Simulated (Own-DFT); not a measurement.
# One host, several defects: wurtzite GaN

No measurement is shown. These are fixed-geometry runs of a retired plane-wave code named Own-DFT, which no person has reviewed; spin and spin-orbit coupling are neglected.

Common settings: PBE; PseudoDojo norm-conserving scalar-relativistic files; cutoff 42 hartree; 4 x 4 x 3 k mesh centred on Gamma; Fermi-Dirac smearing of 0.1 eV.

Keep in mind (not all hold for every row): not probed for a lower state with spin; forces not confirmed at this smearing and k mesh; stress not checked against mesh or cutoff.

All runs share one cell, with vectors in Å (9.567, 0.000, 0.000); (-4.784, 8.285, 0.000); (0.000, 0.000, 10.370) and a volume of 822.0 Å³. u is the rms random offset of the atoms per axis. The defect's site can differ from row to row.

```
cell,formula,u (Å),P (GPa)
no defect,Ga36N36,0.0189,5.88
no defect,Ga36N36,0.0196,5.89
no defect,Ga36N36,0.0518,8.14
one N on a Ga site,Ga35N37,0.0299,5.62
one N on a Ga site,Ga35N37,0.0496,6.75
one N on a Ga site,Ga35N37,0.0509,6.44
one Ga on an N site,Ga37N35,0.0290,12.05
one Ga on an N site,Ga37N35,0.0303,11.99
one Ga on an N site,Ga37N35,0.0483,13.21
one Ga on an N site,Ga37N35,0.0517,?
```

## Fit

P = P0 + c u² + a shift for each defect gives P0 = 5.68 GPa, c = 838 ± 89 GPa/Å² and a scatter of 0.23 GPa. The shifts, and each times the cell's volume:

- one Ga on an N site: 5.59 ± 0.19 GPa, 28.7 eV
- one N on a Ga site: -1.07 ± 0.20 GPa, -5.5 eV

Positive is outwards. The product with the volume (160.2 GPa Å³ to the eV) is nearly free of the cell's size; divided by the bulk modulus at the cell's pressure it gives the volume that the defect adds. The atoms around the defects weren't relaxed, which would change these numbers.

## Check

Q: what pressure belongs in the blank (one Ga on an N site, u = 0.0517 Å)?

The fitted form gives 13.51 ± 0.29 GPa. The calculation gave 13.07 GPa.
